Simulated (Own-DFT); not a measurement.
SiC (twinned 3C silicon carbide, strained, atoms displaced) (calculated)

Computed with Own-DFT development build. A calculation, not a measurement: plane-wave PBE density functional theory by an unreviewed code, no spin, of a simulated periodic cell, stress positive in tension, free energy of the whole cell less one offset for each atom, forces on such cells passed a denser k mesh, this cell's mesh not checked; offsets are fitted by least squares, one for each functional and potential file, so energies compare only between cells with the same atoms and settings and are not formation energies; the far tail of each file's local potential was reset to the Coulomb form; each entry is a single point on an unrelaxed cell, so the pressure reflects the starting lattice, mostly measured values (interpolated for alloys), from which strain is counted, and rises with the displacements; printed positions are rounded, which can move forces by about a meV/angstrom; the program, named Own-DFT, is a retired in-house code; no spin-orbit coupling.

### SiC (twinned 3C silicon carbide, strained, atoms displaced)

```
SiC
1.0
      6.6289    -6.6366    -0.0166
      0.0679     6.6879    -6.5663
      8.6555     8.6878     8.4351
Si C Si C Si C Si C Si C Si C Si C Si C Si C Si C Si C Si C Si C Si C Si C Si C Si C Si C Si C Si C Si C Si C Si C Si C Si C Si C Si C Si C Si C Si C Si C Si C Si C Si C Si C Si C Si C Si C Si C Si C Si C Si C Si C Si C Si C Si C Si C Si C Si C Si C Si C Si C Si C Si C
1 1 1 1 1 1 1 1 1 1 1 1 1 1 1 1 1 1 1 1 1 1 1 1 1 1 1 1 1 1 1 1 1 1 1 1 1 1 1 1 1 1 1 1 1 1 1 1 1 1 1 1 1 1 1 1 1 1 1 1 1 1 1 1 1 1 1 1 1 1 1 1 1 1 1 1 1 1 1 1 1 1 1 1 1 1 1 1 1 1 1 1 1 1 1 1 1 1 1 1 1 1 1 1 1 1 1 1
Direct
  0.99657 0.00027 0.43220
  0.99776 0.99838 0.06139
  0.10835 0.21833 0.09904
  0.11642 0.23649 0.23014
  0.22106 0.10753 0.26601
  0.21925 0.11665 0.39253
  0.01257 0.33102 0.43479
  0.00130 0.33953 0.05886
  0.11427 0.55691 0.11136
  0.11920 0.56148 0.23396
  0.20982 0.44052 0.26300
  0.21210 0.43795 0.39782
  0.98917 0.66070 0.43845
  0.99132 0.65675 0.06461
  0.10719 0.88967 0.09731
  0.10097 0.88378 0.22690
  0.22335 0.77356 0.27441
  0.22244 0.78038 0.40448
  0.33788 0.01454 0.43615
  0.34521 0.00209 0.06505
  0.45456 0.22179 0.10591
  0.45820 0.23383 0.23348
  0.56662 0.11790 0.27342
  0.55163 0.11060 0.39065
  0.34301 0.32651 0.43299
  0.32542 0.33405 0.05713
  0.45111 0.55992 0.10266
  0.44491 0.56153 0.22601
  0.54215 0.44349 0.26889
  0.56045 0.44602 0.39029
  0.32312 0.65188 0.43652
  0.33620 0.66846 0.06255
  0.43686 0.88953 0.10504
  0.45773 0.89747 0.22561
  0.55139 0.78139 0.26796
  0.56030 0.78209 0.39507
  0.67411 0.01169 0.43548
  0.66554 0.00345 0.06054
  0.78152 0.22757 0.10738
  0.77377 0.21562 0.23073
  0.87890 0.10537 0.27235
  0.87605 0.09925 0.39744
  0.66498 0.32771 0.43515
  0.66511 0.33467 0.06506
  0.77468 0.55468 0.10186
  0.78043 0.55404 0.22930
  0.89421 0.44577 0.26589
  0.89645 0.44767 0.39815
  0.65568 0.65948 0.43936
  0.66773 0.67883 0.06973
  0.77431 0.87748 0.10252
  0.78029 0.88285 0.22742
  0.89174 0.77723 0.27030
  0.89138 0.78064 0.39356
  0.99890 0.99143 0.93167
  0.98799 0.99599 0.56305
  0.88041 0.77064 0.61172
  0.88731 0.77526 0.73393
  0.77925 0.89083 0.77080
  0.77542 0.88802 0.89855
  0.99058 0.66845 0.93853
  0.01104 0.67011 0.56194
  0.89458 0.43663 0.60091
  0.88866 0.44570 0.72841
  0.77598 0.55963 0.77418
  0.77901 0.55330 0.89785
  0.99466 0.33511 0.94048
  0.99960 0.33208 0.56334
  0.89200 0.12017 0.60365
  0.88659 0.10712 0.72367
  0.76256 0.20858 0.77377
  0.78457 0.23188 0.90295
  0.66247 0.99760 0.93060
  0.65422 0.98909 0.56830
  0.55929 0.77817 0.60856
  0.55341 0.77529 0.73274
  0.43853 0.89200 0.76888
  0.44765 0.88295 0.89730
  0.66307 0.66339 0.93687
  0.65924 0.66533 0.56240
  0.55018 0.45005 0.60596
  0.55614 0.44935 0.72705
  0.44996 0.55092 0.77467
  0.44561 0.55967 0.89701
  0.67002 0.33167 0.93842
  0.67014 0.34093 0.56153
  0.55997 0.11919 0.60277
  0.55550 0.12494 0.72976
  0.44487 0.22086 0.77307
  0.43937 0.21767 0.89454
  0.34454 0.01301 0.93395
  0.33276 0.99286 0.56647
  0.21339 0.77599 0.59944
  0.22797 0.78895 0.72725
  0.10487 0.87996 0.77503
  0.10715 0.89160 0.90057
  0.34185 0.67333 0.93387
  0.33167 0.67360 0.56366
  0.22150 0.44290 0.60858
  0.21642 0.43964 0.72972
  0.11747 0.55569 0.77303
  0.10192 0.54513 0.89197
  0.33580 0.33266 0.93694
  0.34169 0.35227 0.56288
  0.23027 0.11707 0.59904
  0.23020 0.10824 0.73333
  0.11183 0.22458 0.76692
  0.11685 0.22534 0.89744
```

```
functional                        : PBE
potential files                   : PseudoDojo norm-conserving, scalar-relativistic, standard set
wave cutoff                       : 42 hartree
occupations                       : Fermi-Dirac
smearing width                    : 0.1 eV
k mesh                            : 4 x 4 x 2 centred on Gamma
free energy of cell above offsets : -6.865 eV
pressure                          : 2.4 GPa
stress xx                         : -0.54 GPa
stress yy                         : -0.38 GPa
stress zz                         : -6.28 GPa
stress yz                         : -5.18 GPa
stress xz                         : -5.77 GPa
stress xy                         : -2.73 GPa
```

Force:
```
element  x (eV/Å)  y (eV/Å)  z (eV/Å)
     Si     0.794     0.438      2.06
      C    -0.507    -0.336     -0.25
     Si     0.146     1.094    -0.133
      C    -2.768    -2.337      2.44
     Si     0.291     0.385    -0.753
      C     0.175    -0.715     0.858
     Si    -2.562     3.254     1.832
      C     1.987     1.975     2.287
     Si    -1.702    -1.805    -1.876
      C    -1.931     0.431    -0.342
     Si     4.583     0.223     0.258
      C     1.685     -3.89    -2.016
     Si     1.419    -0.477     -1.46
      C     0.988    -0.188     -1.45
     Si     1.271    -0.163     1.187
      C     1.963    -1.438    -1.046
     Si     1.022     1.501    -1.536
      C    -1.543    -1.192    -1.159
     Si    -0.678    -0.803      2.86
      C    -2.839     1.872    -1.503
     Si    -1.509      1.71      0.04
      C    -2.676    -0.902     1.203
     Si    -3.114    -0.511    -0.577
      C     2.449     1.285     1.033
     Si     -0.28     3.106    -1.254
      C     3.106    -0.133     1.222
     Si    -1.736     0.756     0.504
      C    -0.559     0.938     1.151
     Si     2.002    -1.252    -1.697
      C     0.496     1.101     1.345
     Si     1.955     1.396    -1.666
      C    -0.344       0.6    -0.007
     Si     1.601    -3.335     -0.09
      C    -0.664     2.682     1.109
     Si     1.727    -1.345     0.844
      C    -1.226     0.491     0.555
     Si    -1.994     1.645     4.223
      C     0.303    -0.172     0.567
     Si    -1.585    -1.802     0.102
      C     1.635    -0.033    -1.618
     Si     0.422    -2.093    -0.368
      C     2.168    -1.049    -3.022
     Si     0.918     0.067    -1.366
      C     0.353    -0.692    -0.803
     Si     0.753     1.231     0.696
      C    -0.799     0.381    -0.173
     Si      0.33     1.904     1.354
      C    -1.626    -1.112     0.659
     Si     0.527    -0.991    -2.229
      C    -2.864    -4.777     1.826
     Si     1.952     3.327    -3.684
      C    -0.074     1.477    -0.396
     Si    -1.356     0.144     0.803
      C    -0.221     0.733     1.308
     Si     0.822      3.84    -1.281
      C     1.276    -0.952    -0.648
     Si    -0.684    -2.025    -2.157
      C     0.182     0.713    -0.187
     Si    -0.535     0.167     0.351
      C    -0.462    -1.209    -0.676
     Si     1.672     -2.15     0.738
      C    -3.146     2.273     1.812
     Si     0.108     2.966    -0.995
      C      0.14    -0.019     0.641
     Si    -0.768    -2.408     0.481
      C    -1.044     1.384     0.111
     Si     0.562    -2.735    -0.948
      C     0.524    -1.499    -0.536
     Si    -2.091    -1.389     1.449
      C     1.675     2.106     1.264
     Si     2.357    -0.484    -2.856
      C    -3.253    -1.759     0.768
     Si     3.064      1.45     0.863
      C     1.146     -0.14    -3.683
     Si     -2.28     0.424     0.326
      C     0.352     0.208    -0.195
     Si     0.865    -0.966    -0.181
      C    -1.522     1.219    -3.087
     Si     0.989     0.736    -0.042
      C     1.604    -0.001     0.422
     Si     0.544     -1.95    -0.374
      C     1.362     0.511     1.861
     Si    -1.886     0.805    -1.456
      C     0.364     -0.96     0.998
     Si     -0.45     0.996     0.226
      C    -0.558    -0.036     0.398
     Si    -0.551    -0.103     1.129
      C    -0.228    -1.549     1.909
     Si    -1.077      0.31    -1.761
      C     2.379     0.566    -1.922
     Si    -0.444    -0.118     4.139
      C    -0.053     0.654    -3.605
     Si     2.866     -0.85     0.339
      C    -0.986     0.055     2.084
     Si     0.543     -0.62    -1.941
      C     0.622     -2.84     0.456
     Si    -1.445     1.261     3.021
      C     0.386    -1.081     1.627
     Si    -0.863     0.168    -2.427
      C     1.938     0.019    -0.441
     Si    -2.425    -0.065    -1.346
      C     2.587      2.06    -0.931
     Si     -1.18     0.323    -0.467
      C    -1.581    -1.854     1.835
     Si    -0.089     1.256     1.704
      C    -2.071     0.748    -0.813
     Si     0.589     -0.06     2.025
      C    -1.707    -0.003     0.132
```
